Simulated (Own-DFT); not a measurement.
# Stretching a layer in its plane: wurtzite AlGaN with randomly placed atoms, 72 atoms (Al9Ga27N36)

Calculated, not measured: single-point runs of Own-DFT, a retired in-house plane-wave DFT program that no person has reviewed, on unrelaxed cells, without spin or spin-orbit coupling.

All runs used: PBE; PseudoDojo norm-conserving scalar-relativistic files (stringent for Ga); cutoff 96 hartree; 4 x 4 x 3 k mesh centred on Gamma; Gaussian smearing of 0.01 eV.

Keep in mind: forces on such cells passed a denser k mesh, each cell not checked; stress not checked against mesh or cutoff.

Unstrained cell vectors in Å: (9.509, 0.000, 0.000); (-4.755, 8.235, 0.000); (0.000, 0.000, 10.268). The unstrained cell has measured lattice constants (interpolated for alloys), not those of this functional. That, the random moves and any unrelaxed bonds set the pressure at no strain. Each run strains x and y alike by e, as a substrate would, and holds the height along z. Each atom got a random Gaussian move of width 0.05 Å along each axis. The random placing of the alloy's atoms differs from row to row. Stress is positive in tension.

| e (%) | u (Å) | (s_xx + s_yy)/2 (GPa) | s_zz (GPa) |
|---|---|---|---|
| -2.75 | 0.050 | -24.45 | -11.42 |
| -2.25 | 0.051 | ? | ? |
| -1.75 | 0.049 | -18.05 | -8.76 |
| -1.50 | 0.047 | -15.06 | -10.10 |
| -0.75 | 0.049 | -11.29 | -7.73 |
| 0.50 | 0.051 | -4.53 | -5.74 |
| 1.75 | 0.049 | 2.10 | -4.01 |
| 2.00 | 0.049 | 2.73 | -4.98 |
| 2.25 | 0.054 | 4.23 | -5.03 |
| 3.00 | 0.052 | 6.45 | -2.42 |

## Analysis

With e as a fraction, the in-plane stress is -6.8 + 551 e - 3318 e² GPa (errors 8 and 594, scatter 0.48), and s_zz is -7.1 + 140 e GPa (slope ± 14, scatter 0.80). At e = 0 the first slope is C11 + C12 and the second 2 C13, both with the ions held to the strained lattice and at the cell's own pressure. The term in e² is negative: the layer stiffens under compression and softens under tension. A free layer would change its height as e changes, and the in-plane slope would drop by 2 C13²/C33 to the biaxial modulus. At fixed height, a misfit of 1 % moves the in-plane stress by about 5.5 GPa and s_zz by 1.4 GPa.

## Check

Asked: what are the two stresses at e = -2.25 %?

The fitted form gives -20.9 and -10.3 GPa. The run itself gave -21.52 and -10.27 GPa.
